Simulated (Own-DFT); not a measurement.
# A change of arrangement and its cost: In32P32, 64 atoms

Calculated results; nothing here was measured. They come from Own-DFT, an in-house plane-wave density functional program, since retired, whose code no person has reviewed. Each row is one single-point run on a periodic cell that was not relaxed, without spin or spin-orbit coupling.

Settings of every run: PBE; PseudoDojo norm-conserving scalar-relativistic files; cutoff 36 hartree; 3 x 3 x 3 k mesh centred on Gamma; Fermi-Dirac smearing of 0.1 eV.

Known limits, some of them of some rows only: not probed for a lower state with spin; forces on such cells moved up to 12 meV/angstrom on a denser k mesh; stress not checked against mesh or cutoff.

All cells hold the same atoms in the same cell, with vectors in Å (11.737, 0.000, 0.000); (0.000, 11.737, 0.000); (0.000, 0.000, 11.737). Every atom was moved at random from its ideal site; u is the rms move along one axis. The defect's site can differ from row to row. E is the free energy of the cell above the lowest run. The arrangements:

- A: zincblende InP
- B: zincblende InP, with one In on a P site and one P on an In site, 2.5 Å apart

| arrangement | u (Å) | E (eV) | P (GPa) |
|---|---|---|---|
| A | 0.0203 | 0.000 | 3.20 |
| A | 0.0206 | 0.011 | 3.21 |
| A | 0.0208 | 0.030 | 3.20 |
| A | 0.0476 | 1.839 | 3.54 |
| A | 0.0488 | 1.882 | 3.61 |
| A | 0.0537 | 2.344 | 3.65 |
| B | 0.0270 | 4.428 | 3.64 |
| B | 0.0314 | 4.351 | 3.62 |
| B | 0.0314 | 4.482 | 3.65 |
| B | 0.0479 | 5.394 | 3.79 |
| B | 0.0514 | 5.541 | 3.86 |
| B | 0.0562 | 6.161 | 3.96 |

Question: once the cost of the random moves is taken out, how do the arrangements rank?

## Worked answer

Fit E = a + b u², with one b for all and one a for each arrangement, and with residuals divided by u², since the noise grows with the moves. Then b = 844 eV/Å², the scatter at u = 0.04 Å is 0.19 eV, and against A:

- B: 4.00 ± 0.07 eV (higher)

These are energies of unrelaxed cells. Relaxing the atoms lowers the strained arrangements most, so the gaps would shrink and small ones could change sign.
